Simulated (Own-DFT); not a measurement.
# Computed records: Al3GaN4 (wurtzite random alloy, atoms displaced)

A calculation, not a measurement: plane-wave density functional theory by an unreviewed code, no spin, of a simulated periodic cell, stress positive in tension, run twice, with PBE and with PBEsol, both on files made for PBE, so the change isn't that of files made for PBEsol, forces on such cells passed a denser k mesh, this cell's mesh not checked; the far tail of each file's local potential was reset to the Coulomb form; each entry is a single point on an unrelaxed cell, so the pressure reflects the starting lattice, mostly measured values (interpolated for alloys), from which strain is counted, and rises with the displacements; printed positions are rounded, which can move forces by about a meV/angstrom; the program, named Own-DFT, is a retired in-house code; no spin-orbit coupling; stress was not checked against mesh or cutoff. Program: Own-DFT development build.

Common to all runs: functional PBE, then PBEsol; potential files PseudoDojo norm-conserving, scalar-relativistic, standard set; wave cutoff 42 hartree; occupations Fermi-Dirac; smearing width 0.1 eV; k mesh 4 x 4 x 3 centred on Gamma.

(1) 
```xyz
72
Lattice="9.3938 0.0000 0.0000 -4.6969 8.1352 0.0000 0.0000 0.0000 10.0655" Properties=species:S:1:pos:R:3:PBE_force_x:R:1:PBE_force_y:R:1:PBE_force_z:R:1:PBEsol_force_x:R:1:PBEsol_force_y:R:1:PBEsol_force_z:R:1 formula=Al3GaN4 PBE_pressure=5.33 PBE_stress_xx=-5.12 PBE_stress_yy=-5.28 PBE_stress_zz=-5.57 PBE_stress_yz=-0.26 PBE_stress_xz=-0.12 PBE_stress_xy=0.15 PBEsol_pressure=2.2 PBEsol_stress_xx=-2.01 PBEsol_stress_yy=-2.2 PBEsol_stress_zz=-2.39 PBEsol_stress_yz=-0.26 PBEsol_stress_xz=-0.13 PBEsol_stress_xy=0.13 rms_change_of_force_components_from_PBE_to_PBEsol=0.072
Al     0.0226     1.8566    10.0155     -0.116     -1.236      0.898     -0.101     -1.241      0.898
Al     1.6103     0.8986     2.5353     -1.103     -0.208      -0.52      -1.12     -0.218     -0.522
N     -0.0306     1.8144     1.9261      1.046      0.086     -0.713      1.054       0.08     -0.712
N      1.5358     0.9067     4.4382       0.85      1.988     -0.674      0.854      1.787     -0.595
Al    -0.0120     1.8078     5.0273      0.019      0.093      0.276      0.032      0.091      0.284
Al     1.5542     0.9341     7.5305     -0.355     -0.793      0.047     -0.351     -0.796      0.049
N      0.0220     1.8816     6.9396     -0.868     -2.665     -0.285     -0.883     -2.449     -0.212
N      1.5710     0.8864     9.4557     -0.982     -0.025     -0.697     -0.821      0.058     -0.633
Al    -1.5190     4.5158    10.0542      -1.01      0.226      0.327     -1.012      0.234      0.307
Al     0.0274     3.5862     2.5428     -0.592      0.769     -0.442     -0.585       0.78     -0.446
N     -1.5573     4.5762     1.8798      0.044     -1.311      0.908      0.046      -1.32      0.905
N     -0.0266     3.6209     4.4706     -0.462     -0.868     -1.151     -0.295      -0.78     -1.083
Al    -1.5590     4.4982     5.0102     -0.711      0.799      0.494     -0.721      0.806      0.509
Ga    -0.0301     3.6309     7.5285      1.012      0.114      0.662      0.996      0.107      0.641
N     -1.5573     4.4939     6.9909     -1.957      0.958     -1.296     -1.759      0.847     -1.238
N     -0.0026     3.6030     9.4645      -0.25      0.196      0.305       -0.1       0.29      0.179
Al    -3.1368     7.2330    10.0641      0.546      -0.04      0.178      0.558     -0.037      0.169
Al    -1.5714     6.3121     2.5239      0.149      0.716     -0.078      0.138      0.727     -0.075
N     -3.1316     7.2371     1.8848      1.004       0.41      0.386      0.855      0.319      0.443
N     -1.5355     6.3509     4.4444     -0.478     -1.221     -0.823     -0.621     -1.144     -0.766
Ga    -3.1445     7.2853     5.0087      0.258     -1.356       0.51       0.24     -1.326      0.508
Al    -1.6409     6.2731     7.5864      1.265      1.116     -0.576      1.269      1.107     -0.574
N     -3.1110     7.2191     6.9315     -0.006      0.838       0.98     -0.152      0.765      0.851
N     -1.5466     6.3404     9.4677     -0.449     -0.392      0.124     -0.457     -0.391      0.131
Ga     3.1423     1.7735    10.0416       0.29      0.488     -0.033      0.274      0.476     -0.021
Al     4.7496     0.8441     2.4856     -1.234      1.055      0.633     -1.253      1.061      0.638
N      3.1190     1.7742     1.8704      0.545      0.296      1.757      0.566      0.292      1.564
N      4.6607     0.9070     4.4285      0.759      0.264     -0.458      0.766      0.267     -0.467
Al     3.1776     1.8264     5.0110     -1.273      0.465     -0.038     -1.281      0.464     -0.029
Ga     4.6640     0.9419     7.5086     -0.038      -0.74      0.491     -0.045      -0.73      0.482
N      3.0796     1.8179     6.9240     -0.157      1.057     -0.303     -0.003      0.965      -0.25
N      4.7487     0.9203     9.4543      0.055     -0.944      0.403     -0.101     -0.869      0.295
Ga     1.6272     4.4667     0.0010     -1.911      1.561      0.125     -1.865      1.518      0.137
Al     3.0965     3.5891     2.5226      0.817      0.193     -0.612      0.807      0.197     -0.638
N      1.5802     4.5242     1.8833      -0.39     -0.612      1.709     -0.389      -0.61      1.511
N      3.1565     3.6797     4.3819      0.107     -1.561      0.623     -0.035     -1.469      0.681
Ga     1.5473     4.5113     5.0500       0.33      0.231     -0.344      0.317      0.236     -0.322
Al     3.0691     3.6213     7.5552      0.666      0.231     -0.292      0.671      0.223     -0.284
N      1.5432     4.5208     6.9283      0.873      1.042      1.531      0.708       0.96      1.388
N      3.1310     3.6674     9.4763      1.609     -1.289       -1.7      1.406     -1.337     -1.567
Al    -0.0375     7.2145     0.0566      0.857      0.484     -0.865      0.843      0.485     -0.871
Al     1.5731     6.2942     2.5325       0.19      0.429     -0.317      0.195       0.42     -0.335
N      0.0224     7.2496     1.9262     -0.402     -1.182      0.061     -0.397     -1.193      0.074
N      1.5358     6.2868     4.4046     -0.581      1.471     -0.007     -0.458      1.357      0.118
Al    -0.0592     7.2725     5.0037      1.342     -0.726      0.734      1.352     -0.709      0.742
Al     1.5366     6.3747     7.5715     -0.329      -0.48     -0.384     -0.335     -0.493     -0.389
N     -0.0539     7.2503     6.9327      0.197     -1.171     -0.131       0.18     -0.997     -0.076
N      1.5614     6.3594     9.4994     -0.208      0.113     -0.723     -0.214     -0.036     -0.667
Al     6.2964     1.7737    10.0401     -0.363      0.621      1.086     -0.351      0.629      1.087
Al     7.8315     0.9312     2.4764     -0.059     -1.036      0.664     -0.052      -1.05       0.66
N      6.2343     1.7518     1.9595        0.9       1.36     -0.906      0.895      1.375     -0.904
N      7.8743     0.9032     4.4019     -1.072      1.147      0.019     -1.078      0.972      0.069
Al     6.2374     1.8479     5.0071      0.598      -1.03     -0.594      0.592     -1.047     -0.602
Al     7.7426     0.9091     7.5863       1.53     -0.299     -1.447      1.535     -0.294     -1.461
N      6.2485     1.8082     6.8865       0.69      0.894       0.37       0.53      0.809      0.424
N      7.8489     0.8866     9.4339      0.066      0.222      0.621      0.075      0.216      0.633
Al     4.6788     4.5110    10.0434      0.722     -0.056      1.226      0.712     -0.053      1.228
Al     6.2232     3.6640     2.5718      0.729     -0.916     -1.533       0.75     -0.915     -1.547
N      4.6984     4.4878     1.9381      -0.66     -0.854     -1.039     -0.671      -0.67     -0.981
N      6.2045     3.6223     4.4136      0.798      0.438      0.967      0.783      0.445      0.977
Al     4.6682     4.5465     5.0831      0.272     -0.084     -1.237       0.27     -0.079      -1.24
Al     6.2772     3.6118     7.5515     -0.735     -0.057      0.316     -0.746     -0.059      0.326
N      4.6848     4.5601     6.9073     -0.008      -2.64      0.977     -0.008     -2.434      1.063
N      6.2299     3.6054     9.5259      0.972     -0.211     -1.226      0.973     -0.207      -1.21
Al     3.1297     7.2130    10.0370       0.64     -0.119      1.022      0.664      -0.13      1.021
Ga     4.7079     6.2911     2.5159      0.021      0.308       0.26       0.01      0.311      0.262
N      3.1488     7.1999     1.9672     -1.097      0.996     -1.456     -0.935      0.903     -1.388
N      4.7026     6.3026     4.4601      0.437     -0.493     -0.183      0.425       -0.3     -0.238
Ga     3.1662     7.2297     5.0283     -1.069     -0.045     -0.313      -1.02     -0.052     -0.301
Ga     4.7019     6.2887     7.5589      0.164        1.3      0.275       0.16      1.265       0.25
N      3.1343     7.1987     6.9427     -1.031        1.2      1.187     -0.868      1.108      1.061
N      4.7750     6.2875     9.4983      -1.41      0.484      0.243     -1.413      0.486      0.079
```

Units: PBE_pressure, PBE_stress_xx, PBE_stress_yy, PBE_stress_zz, PBE_stress_yz, PBE_stress_xz, PBE_stress_xy, PBEsol_pressure, PBEsol_stress_xx, PBEsol_stress_yy, PBEsol_stress_zz, PBEsol_stress_yz, PBEsol_stress_xz, PBEsol_stress_xy in GPa; rms_change_of_force_components_from_PBE_to_PBEsol, PBE_force_x, PBE_force_y, PBE_force_z, PBEsol_force_x, PBEsol_force_y, PBEsol_force_z in eV/Å.

(2) 
```xyz
72
Lattice="9.3938 0.0000 0.0000 -4.6969 8.1352 0.0000 0.0000 0.0000 10.0655" Properties=species:S:1:pos:R:3:PBE_force_x:R:1:PBE_force_y:R:1:PBE_force_z:R:1:PBEsol_force_x:R:1:PBEsol_force_y:R:1:PBEsol_force_z:R:1 formula=Al3GaN4 PBE_pressure=5.17 PBE_stress_xx=-5.06 PBE_stress_yy=-5.2 PBE_stress_zz=-5.25 PBE_stress_yz=-0.28 PBE_stress_xz=-0.35 PBE_stress_xy=-0.79 PBEsol_pressure=2.05 PBEsol_stress_xx=-1.98 PBEsol_stress_yy=-2.12 PBEsol_stress_zz=-2.04 PBEsol_stress_yz=-0.29 PBEsol_stress_xz=-0.35 PBEsol_stress_xy=-0.78 rms_change_of_force_components_from_PBE_to_PBEsol=0.069
Al     0.0035     1.8113    10.0536       0.36      -0.81      0.099      0.381     -0.825      0.116
Ga     1.5804     0.9130     2.4974     -0.403     -0.416      -0.22     -0.389     -0.415     -0.205
N     -0.0268     1.7812     1.9145     -0.029       0.87     -0.181       0.12      0.791     -0.131
N      1.6182     0.9089     4.4254     -1.304      0.034      0.615      -1.32      0.038      0.443
Al     0.0073     1.8524     5.0300      -0.46     -1.505      0.149     -0.458     -1.508      0.129
Al     1.5704     0.8619     7.5085      -0.35      1.665      0.871     -0.345      1.683      0.867
N      0.0112     1.8140     6.9263      -0.46      0.048     -0.032      -0.46      0.034     -0.017
N      1.5339     0.8907     9.4059       0.97     -0.056      0.974      0.969     -0.054      0.969
Al    -1.5471     4.5465     0.0316      0.187     -0.862     -0.312      0.199      -0.85     -0.315
Al     0.0175     3.5851     2.5670     -0.298      0.204     -1.196     -0.284      0.202     -1.194
N     -1.5266     4.4990     1.9365     -0.431     -0.859     -0.357     -0.431      -0.69     -0.293
N      0.0073     3.6073     4.4383     -0.749     -0.122     -0.075     -0.768     -0.115      -0.07
Al    -1.5915     4.4964     5.0632      0.431      0.537     -0.557      0.454      0.518     -0.564
Al     0.0524     3.6162     7.5183     -1.746     -0.601      0.984     -1.763     -0.586      0.995
N     -1.6003     4.5627     6.9220      1.824     -0.226      0.036      1.667      -0.33      0.111
N      0.0066     3.5570     9.5008     -1.042      1.044     -1.361     -0.894      1.137     -1.305
Al    -3.1270     7.2098     0.0004      -0.32       0.55     -0.461     -0.313      0.553     -0.459
Ga    -1.5778     6.3185     2.5498      0.433      0.003     -0.744      0.423      0.008     -0.718
N     -3.1276     7.2226     1.9136     -0.312     -0.098     -0.814       -0.3     -0.095     -0.633
N     -1.5680     6.2824     4.4211     -0.604       0.48      1.493     -0.473      0.556      1.354
Al    -3.1328     7.2626     4.9938      0.179     -0.757      0.525      0.186     -0.754      0.503
Al    -1.6059     6.3315     7.5091      0.053      0.453      0.326      0.052      0.457       0.32
N     -3.1713     7.2999     6.9442      0.365     -2.152      -1.05      0.353     -2.157     -1.053
N     -1.5637     6.2877     9.4221      0.095      0.634      0.181      0.094      0.638      0.176
Al     3.1984     1.7782    10.0570     -2.052      0.532     -0.103     -2.079       0.53     -0.096
Al     4.6912     0.8899     2.5260      0.346      0.023      0.012      0.336      0.005      0.032
N      3.1485     1.7856     1.9225      0.708       1.15     -0.357      0.551      1.057     -0.297
N      4.7345     0.9583     4.4669     -2.319     -0.528     -1.537     -2.126     -0.588       -1.4
Al     3.1031     1.7904     4.9903        1.3      0.566      0.999       1.31      0.573      0.997
Al     4.6971     0.9078     7.5234      -0.47      0.037      0.566     -0.464      0.039      0.558
N      3.1347     1.8115     6.9566      -0.21     -0.532     -0.931     -0.213     -0.539     -0.931
N      4.6699     0.8866     9.4792       1.22     -0.186     -0.985      1.231     -0.195     -0.984
Ga     1.5578     4.5200    10.0223      0.436     -0.606       0.63      0.433     -0.596      0.623
Al     3.0745     3.6181     2.5362      0.958     -0.109     -0.717      0.951     -0.111     -0.717
N      1.5525     4.5199     1.9116      -0.13      0.024      1.177     -0.138      0.031      1.003
N      3.1267     3.6327     4.4526     -0.482     -0.725     -0.535     -0.478     -0.726     -0.525
Al     1.5280     4.4068     5.0139      0.639      2.483      0.312      0.637        2.5      0.312
Al     3.0796     3.5923     7.4751      0.889      0.199      1.084       0.88      0.218      1.086
N      1.5206     4.5104     6.9238      0.803     -0.604     -0.564      0.811     -0.411     -0.512
N      3.1369     3.5848     9.4398      0.942      0.024     -0.454      0.799      0.104     -0.403
Al    -0.0111     7.2269     0.0059     -0.166     -0.172     -0.888     -0.169     -0.185     -0.909
Al     1.5801     6.3361     2.5125     -0.769      0.096      0.255      -0.79       0.09      0.252
N     -0.0354     7.2608     1.8311      1.179     -0.246      1.508       1.04     -0.325      1.567
N      1.5443     6.3612     4.4759       0.85     -1.685     -1.118      0.684     -1.606     -1.046
Ga    -0.0116     7.2670     5.0817     -0.168     -0.391     -1.689     -0.134     -0.391     -1.639
Ga     1.5441     6.3151     7.5346      0.375      0.341     -0.091      0.373       0.33     -0.092
N     -0.0059     7.2415     6.9080     -1.058      0.372      2.379     -0.909       0.28      2.216
N      1.5841     6.3356     9.4648     -2.227     -0.001     -0.388     -2.045     -0.071     -0.432
Al     6.2252     1.8435    10.0587      0.781     -0.604       0.09      0.779     -0.616      0.075
Al     7.8524     0.8867     2.5109      -0.76     -0.209       0.09     -0.756     -0.215      0.088
N      6.2555     1.7499     1.9060      0.115      0.956      0.035      0.118      0.948      0.035
N      7.7992     0.9193     4.4223      1.849     -0.994     -0.168       1.68     -0.907     -0.097
Ga     6.2525     1.7881     5.0619      0.869      1.134     -0.449      0.845      1.098      -0.43
Al     7.7631     0.8886     7.5586      1.605      0.371     -0.109      1.604      0.368     -0.121
N      6.2523     1.7867     6.9475     -0.052     -0.669      1.083     -0.054     -0.481      0.941
N      7.8635     0.9270     9.4468     -1.377      0.866     -0.161     -1.381      0.699     -0.096
Al     4.7173     4.5509    10.0355     -0.685     -0.109      0.083     -0.699     -0.096       0.08
Al     6.2746     3.6088     2.5184     -0.191     -0.252      0.038     -0.193     -0.249      0.046
N      4.6768     4.5300     1.9197      0.209     -1.846     -0.459      0.206     -1.658     -0.392
N      6.2804     3.6606     4.4580     -0.618     -0.261     -0.898     -0.626     -0.411     -0.843
Al     4.6697     4.5127     4.9872      0.892     -0.237      0.725      0.893     -0.253      0.715
Ga     6.2937     3.6064     7.5283     -0.703      0.111      0.267     -0.691      0.113      0.252
N      4.6872     4.4767     6.9110     -0.995       0.84     -0.286      -0.84      0.745     -0.232
N      6.2855     3.6360     9.4484     -0.185      0.017      1.247     -0.174      0.019      1.067
Ga     3.0737     7.2378    10.0195      1.519      0.715      0.932      1.506      0.679      0.908
Ga     4.6699     6.2996     2.5366      0.489      0.564     -0.638      0.482      0.549     -0.628
N      3.1312     7.2106     1.9139     -0.942      0.755       0.44      -0.78      0.665      0.331
N      4.7267     6.2883     4.4316     -0.506       0.85      1.267     -0.502      0.847      1.082
Al     3.1306     7.1752     5.0289      0.073      1.081      0.001      0.067      1.087          0
Al     4.6567     6.3021     7.4722       0.85      0.082      1.187      0.855      0.068      1.198
N      3.1576     7.2457     6.9547     -0.392      0.002     -0.786     -0.531     -0.069     -0.731
N      4.6682     6.3715     9.4656       1.17     -1.285      -0.99      1.004     -1.177     -0.936
```

Units: PBE_pressure, PBE_stress_xx, PBE_stress_yy, PBE_stress_zz, PBE_stress_yz, PBE_stress_xz, PBE_stress_xy, PBEsol_pressure, PBEsol_stress_xx, PBEsol_stress_yy, PBEsol_stress_zz, PBEsol_stress_yz, PBEsol_stress_xz, PBEsol_stress_xy in GPa; rms_change_of_force_components_from_PBE_to_PBEsol, PBE_force_x, PBE_force_y, PBE_force_z, PBEsol_force_x, PBEsol_force_y, PBEsol_force_z in eV/Å.
